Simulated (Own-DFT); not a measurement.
# A layer strained by its substrate: wurtzite AlN, 72 atoms (Al36N36)

No measurement is shown. These are fixed-geometry runs of a retired plane-wave code named Own-DFT, which no person has reviewed; spin and spin-orbit coupling are neglected.

Common settings: PBE; PseudoDojo norm-conserving scalar-relativistic files; cutoff 42 hartree; 3 x 3 x 2 k mesh centred on Gamma; Fermi-Dirac smearing of 0.1 eV.

Caveats: forces on such cells moved up to 12 meV/angstrom on a denser k mesh; stress not checked against mesh or cutoff.

Unstrained cell vectors in Å: (9.336, 0.000, 0.000); (-4.668, 8.085, 0.000); (0.000, 0.000, 9.964). The unstrained cell has measured lattice constants (interpolated for alloys), not those of this functional. That, the random moves and any unrelaxed bonds set the pressure at no strain. Each run strains x and y alike by e, as a substrate would, and holds the height along z. All atoms carry random offsets, Gaussian with a width of 0.05 Å per axis. Stress is positive in tension.

| e (%) | u (Å) | (s_xx + s_yy)/2 (GPa) | s_zz (GPa) |
|---|---|---|---|
| -2.25 | 0.049 | -19.72 | -9.88 |
| -2.00 | 0.051 | -19.26 | -7.68 |
| -1.50 | 0.050 | ? | ? |
| -1.25 | 0.047 | -13.20 | -6.41 |
| -1.00 | 0.053 | -11.25 | -9.26 |
| 0.75 | 0.048 | -1.78 | -3.02 |
| 1.25 | 0.053 | 0.86 | -3.17 |
| 1.75 | 0.050 | 3.58 | -2.09 |
| 2.75 | 0.050 | 8.13 | -1.61 |
| 3.00 | 0.051 | 9.70 | -2.14 |

## What the rows give

With e as a fraction, the in-plane stress is -5.8 + 580 e - 2429 e² GPa (errors 10 and 669, scatter 0.50), and s_zz is -5.5 + 152 e GPa (slope ± 23, scatter 1.29). At e = 0 the first slope is C11 + C12 and the second 2 C13, both with the ions held to the strained lattice and at the cell's own pressure. The term in e² is negative: the layer stiffens under compression and softens under tension. A free layer would change its height as e changes, and the in-plane slope would drop by 2 C13²/C33 to the biaxial modulus. At fixed height, a misfit of 1 % moves the in-plane stress by about 5.8 GPa and s_zz by 1.5 GPa.

## Prediction

Q: what are the two stresses at e = -1.50 %?

The fit gives -15.1 and -7.8 GPa. The hidden result is -16.16 and -5.91 GPa.
